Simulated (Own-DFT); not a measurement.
# Which defects push the lattice out? wurtzite GaN

Everything here is calculated. The program is Own-DFT (plane waves, in-house, since retired, never reviewed by a person); positions were held fixed, and spin and spin-orbit coupling were off.

Settings: PBE; PseudoDojo norm-conserving scalar-relativistic files; cutoff 42 hartree; 4 x 4 x 3 k mesh centred on Gamma; Fermi-Dirac smearing of 0.1 eV.

Limits (not all hold for every row): not probed for a lower state with spin; forces not confirmed at this smearing and k mesh; stress not checked against mesh or cutoff.

All runs share one cell, with vectors in Å (9.567, 0.000, 0.000); (-4.784, 8.285, 0.000); (0.000, 0.000, 10.370) and a volume of 822.0 Å³. Atoms were moved at random from their sites; u is the rms move along one axis. The defect's site can differ from row to row.

| cell | formula | u (Å) | P (GPa) |
|---|---|---|---|
| no defect | Ga36N36 | 0.0198 | 5.92 |
| no defect | Ga36N36 | 0.0212 | 5.95 |
| no defect | Ga36N36 | 0.0458 | 7.36 |
| one N on a Ga site | Ga35N37 | 0.0295 | 5.41 |
| one N on a Ga site | Ga35N37 | 0.0315 | 5.62 |
| one N on a Ga site | Ga35N37 | 0.0480 | 6.83 |
| one Ga on an N site | Ga37N35 | 0.0292 | ? |
| one Ga on an N site | Ga37N35 | 0.0296 | 12.01 |
| one Ga on an N site | Ga37N35 | 0.0458 | 13.10 |
| one Ga on an N site | Ga37N35 | 0.0484 | 12.65 |

## Fit

P = P0 + c u² + a shift for each defect gives P0 = 5.62 GPa, c = 809 ± 115 GPa/Å² and a scatter of 0.24 GPa. The shifts, and each times the cell's volume:

- one Ga on an N site: 5.54 ± 0.22 GPa, 28.4 eV
- one N on a Ga site: -0.79 ± 0.20 GPa, -4.0 eV

Positive is outwards. The product with the volume (160.2 GPa Å³ to the eV) is nearly free of the cell's size; divided by the bulk modulus at the cell's pressure it gives the volume that the defect adds. The atoms around the defects weren't relaxed, which would change these numbers.

## Withheld run

Question: what pressure belongs in the blank (one Ga on an N site, u = 0.0292 Å)?

The fitted form gives 11.85 ± 0.30 GPa. DFT gave 12.11 GPa.
